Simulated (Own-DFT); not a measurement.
In3GaP4 (zincblende random alloy, atoms displaced) (calculated)

A calculation, not a measurement: plane-wave PBE density functional theory by an unreviewed code, no spin, of a simulated periodic cell, stress positive in tension, free energy of the whole cell less one offset for each atom, forces on such cells passed a denser k mesh, this cell's mesh not checked; offsets are fitted by least squares, one for each functional and potential file, so energies compare only between cells with the same atoms and settings and are not formation energies; the far tail of each file's local potential was reset to the Coulomb form; each entry is a single point on an unrelaxed cell, so the pressure reflects the starting lattice, mostly measured values, from which strain is counted, and rises with the displacements; printed positions are rounded, which can move forces by about a meV/angstrom; the program is a retired in-house code; no spin-orbit coupling; before rounding, a Quantum ESPRESSO 7.3.1 run of the same cell and cutoff gave forces within 1 meV/angstrom rms on each cell, which checks the program and not the settings. Program: Own-DFT development build.

Common to all runs: functional PBE; potential files PseudoDojo norm-conserving, scalar-relativistic, standard set; wave cutoff 42 hartree; occupations Fermi-Dirac; smearing width 0.1 eV; k mesh 3 x 3 x 3 centred on Gamma.

(1) In3GaP4 (zincblende random alloy, atoms displaced)

```
In3GaP4
1.0
     11.5283     0.0000     0.0000
      0.0000    11.5283     0.0000
      0.0000     0.0000    11.5283
In Ga In P In P Ga In P In Ga In P Ga In Ga In P In P In Ga In P In P
2 1 1 4 4 4 3 1 4 1 1 2 4 1 1 1 1 4 4 4 2 1 1 4 4 4
Direct
  0.99214 0.00235 0.00487
  0.00038 0.25486 0.25031
  0.24776 0.00064 0.24649
  0.25340 0.25383 0.99642
  0.12631 0.12579 0.12124
  0.12901 0.37225 0.37332
  0.37086 0.12404 0.37548
  0.37457 0.37814 0.12703
  0.00242 0.00141 0.50013
  0.00206 0.25162 0.74987
  0.24861 0.99798 0.74624
  0.25160 0.25063 0.50122
  0.12370 0.12584 0.62366
  0.12403 0.37229 0.87247
  0.37608 0.12871 0.87932
  0.37454 0.37438 0.62139
  0.99905 0.49792 0.00009
  0.00101 0.75202 0.24900
  0.25337 0.49951 0.24945
  0.24999 0.74699 0.99748
  0.12016 0.62720 0.12649
  0.13002 0.87365 0.37648
  0.37649 0.62273 0.37947
  0.37659 0.87160 0.12386
  0.00370 0.50228 0.50032
  0.99997 0.75267 0.75402
  0.25114 0.50061 0.75094
  0.25147 0.75318 0.50456
  0.12149 0.62870 0.62499
  0.12746 0.87235 0.87306
  0.37372 0.62164 0.88212
  0.37450 0.87567 0.62630
  0.49895 0.00396 0.99550
  0.49857 0.24967 0.25406
  0.75434 0.00477 0.25044
  0.75025 0.24958 0.99790
  0.62347 0.12639 0.12474
  0.62035 0.37055 0.37581
  0.87496 0.12198 0.37377
  0.87639 0.37905 0.12756
  0.49923 0.99983 0.50430
  0.49887 0.24723 0.75037
  0.75391 0.99933 0.74907
  0.75224 0.25116 0.50167
  0.62182 0.12306 0.62314
  0.62158 0.37161 0.87574
  0.87468 0.11907 0.88284
  0.87441 0.37696 0.62011
  0.49898 0.49949 0.99915
  0.50041 0.75389 0.24676
  0.74975 0.49919 0.25220
  0.74970 0.74729 0.99533
  0.61794 0.62568 0.12310
  0.62521 0.87354 0.37373
  0.87510 0.62224 0.37233
  0.87624 0.87412 0.12730
  0.49607 0.50012 0.50028
  0.50323 0.75330 0.75357
  0.75457 0.50092 0.75355
  0.74369 0.74531 0.49802
  0.62755 0.62659 0.62243
  0.62706 0.87471 0.87735
  0.87700 0.62000 0.87497
  0.87259 0.87488 0.63083
```

The calculation gives: free energy of cell above offsets -31.567 eV; pressure 3.99 GPa; stress xx -3.98 GPa; stress yy -3.98 GPa; stress zz -3.99 GPa; stress yz -0.22 GPa; stress xz -0.55 GPa; stress xy 0.05 GPa.

Force:
```tsv
element	x (eV/Å)	y (eV/Å)	z (eV/Å)
In	1.418	-0.86	0.073
In	0.114	-0.647	-0.129
Ga	0.168	-0.106	-0.002
In	-0.375	0.085	0.765
P	0.538	-0.385	0.841
P	0.515	1.205	-0.33
P	-0.36	-0.99	-0.653
P	-0.578	0.316	0.606
In	-0.341	-0.674	-0.05
In	-0.89	-0.484	-0.059
In	0.05	0.493	0.56
In	-0.275	-0.229	-0.226
P	0.238	0.151	0.222
P	-0.463	1.206	0.97
P	0.377	-1.452	-0.172
P	0.064	0.004	0.864
Ga	0.19	0.116	0.197
Ga	-0.091	-0.095	0.267
Ga	-0.332	0.239	0.153
In	-0.362	0.262	0.606
P	-0.189	-0.914	0.453
P	-0.485	0.263	-1.572
P	-1.008	0.183	-1.342
P	-0.529	2.002	-0.45
In	0.017	-0.227	-0.544
Ga	-0.016	-0.15	-0.19
In	-0.21	0.162	-0.276
In	-0.009	-0.612	-0.352
P	-0.254	0.589	1.117
P	-1.252	-0.09	-0.145
P	0.33	0.299	-1.218
P	0.459	-0.173	0.286
Ga	0.181	-0.363	0.574
In	-0.367	-0.339	-0.523
Ga	-0.483	-0.47	-0.158
In	0.047	0.259	0.548
P	0.077	-1.347	0.058
P	1.271	1.209	-0.284
P	-0.471	-0.083	-0.522
P	-0.489	0.964	-0.482
In	-0.119	-0.257	-0.971
In	0.016	0.204	-0.335
In	-0.709	0.431	0.356
In	-0.413	-0.43	-0.395
P	0.737	0.321	0.468
P	0.416	0.432	-0.321
P	-0.178	1.111	-1.386
P	0.347	-0.061	0.677
In	0.218	-0.398	0.292
In	-0.133	-0.484	0.651
Ga	-0.329	0.114	-0.196
In	0.222	-0.162	0.842
P	1.56	-0.735	0.699
P	0.614	1.259	-0.514
P	-0.016	0.337	-1.057
P	-0.516	-0.359	1.286
In	0.805	-0.111	0.136
In	-0.402	-0.596	-0.118
In	-0.802	-0.476	-0.533
In	1.117	0.637	-0.305
P	-0.722	-0.75	0.953
P	-0.74	1.254	0.437
P	1.665	0.609	0.341
P	1.137	-1.208	-0.488
```

(2) In3GaP4 (zincblende random alloy, atoms displaced)

```
In3GaP4
1.0
     11.5283     0.0000     0.0000
      0.0000    11.5283     0.0000
      0.0000     0.0000    11.5283
In Ga In P In Ga In Ga P Ga In Ga P In P In Ga P In Ga In P In P In Ga In P
1 1 2 4 1 1 1 1 4 1 2 1 4 4 4 3 1 4 1 1 2 4 4 4 1 1 2 4
Direct
  0.00098 0.99624 0.99772
  0.00529 0.25184 0.25010
  0.25273 0.00008 0.24998
  0.24815 0.24740 0.99770
  0.12199 0.12102 0.12174
  0.12525 0.37699 0.37830
  0.37625 0.12534 0.37370
  0.37504 0.37271 0.12082
  0.00351 0.00019 0.50703
  0.99837 0.24916 0.75551
  0.25320 0.99984 0.74972
  0.25155 0.24802 0.50161
  0.12673 0.12436 0.62471
  0.12756 0.37518 0.87612
  0.37674 0.12113 0.87261
  0.37305 0.37328 0.62397
  0.99800 0.49908 0.00044
  0.00093 0.74735 0.24938
  0.25254 0.49833 0.24853
  0.24737 0.74925 0.00121
  0.12492 0.62511 0.12820
  0.12601 0.87885 0.37583
  0.37241 0.62467 0.37486
  0.37732 0.87523 0.12617
  0.00010 0.50116 0.49998
  0.00102 0.74730 0.74642
  0.25133 0.49742 0.75085
  0.25623 0.75318 0.49381
  0.12785 0.62602 0.62668
  0.12886 0.87649 0.87873
  0.37630 0.62505 0.87314
  0.37935 0.87857 0.62751
  0.49945 0.00151 0.00214
  0.50085 0.25275 0.25195
  0.74915 0.99586 0.25490
  0.75036 0.25069 0.99976
  0.62776 0.12602 0.12719
  0.62546 0.37539 0.38017
  0.87294 0.12403 0.37982
  0.87527 0.37437 0.12134
  0.50096 0.99944 0.49829
  0.49924 0.25074 0.74797
  0.74860 0.00212 0.75239
  0.75009 0.24750 0.50158
  0.62368 0.13005 0.62570
  0.62477 0.37926 0.88054
  0.87516 0.12691 0.87123
  0.87319 0.37425 0.62593
  0.49974 0.50009 0.99801
  0.50522 0.74840 0.25069
  0.74634 0.49965 0.24995
  0.74980 0.75212 0.00164
  0.62309 0.62745 0.12058
  0.62855 0.87231 0.37395
  0.87698 0.62610 0.37382
  0.87620 0.87514 0.12377
  0.49790 0.49887 0.50101
  0.49689 0.75040 0.74959
  0.74948 0.49680 0.75091
  0.75134 0.74854 0.49933
  0.62523 0.62805 0.63012
  0.62258 0.87895 0.87175
  0.87797 0.62715 0.87281
  0.87690 0.87582 0.62466
```

It finds free energy of cell above offsets -31.943 eV; pressure 3.9 GPa; stress xx -3.94 GPa; stress yy -3.87 GPa; stress zz -3.88 GPa; stress yz -0.06 GPa; stress xz 0.5 GPa; stress xy -0.05 GPa.

Force:
```tsv
element	x (eV/Å)	y (eV/Å)	z (eV/Å)
In	-0.494	0.4	-0.075
Ga	-0.354	-0.247	0.017
In	-0.34	0.123	-0.206
In	0.17	-0.319	0.056
P	-0.233	0.977	1.11
P	0.325	-1.585	-0.304
P	-0.694	0.718	0.826
P	0.017	0.064	0.246
In	-0.308	0.091	-0.711
Ga	0.258	0.323	-0.465
In	-0.367	-0.039	0.019
Ga	-0.151	-0.002	-0.155
P	0.202	1.71	0.538
P	-1.801	0.035	-0.003
P	0.683	1.359	-0.39
P	0.138	-1.378	0.097
Ga	0.173	0.177	-0.187
In	0.057	0.715	0.144
In	-0.139	-0.226	-0.071
Ga	0.292	0.017	0.031
P	0.178	-0.331	-1.781
P	-0.21	-0.28	-0.171
P	0.765	-0.207	-0.34
P	-0.719	-0.976	-0.59
In	-0.08	0.032	0.481
In	0.299	0.539	0.432
In	-0.14	0.254	-0.12
In	-0.527	0.201	0.904
P	0.4	-0.05	-0.657
P	0.518	-1.176	-0.101
P	-0.249	1.462	0.131
P	0.404	-1.221	0.196
In	0.276	0.038	-0.053
In	0.107	0.048	-0.216
In	0.584	0.595	-0.608
Ga	0.017	-0.082	-0.022
P	0.606	0.563	-0.632
P	0.028	0.077	-0.314
P	1.203	0.438	-1.024
P	0.579	-0.524	-0.156
In	0.301	0.212	0.116
Ga	0.011	0.029	0.318
In	0.026	-0.013	-0.618
In	0.122	0.316	0.043
P	-0.789	0.061	0.703
P	0.192	-2.075	-0.61
P	0.114	1.087	0.656
P	1.034	-0.633	0.563
In	-0.377	0.276	0.349
In	-0.62	-0.026	-0.022
In	0.24	0.048	-0.205
In	0.055	0.063	-0.689
P	0.242	-0.446	0.311
P	-0.523	-0.006	0.55
P	-0.357	-0.361	-0.018
P	-0.09	0.029	0.377
In	0.174	0.462	0.252
Ga	0.267	0.154	0.109
In	0.166	0.336	0.192
In	0.093	-0.014	0.365
P	-0.869	0.348	0.215
P	-0.609	-1.184	-0.146
P	0.178	-0.92	1.021
P	-0.454	-0.053	0.292
```
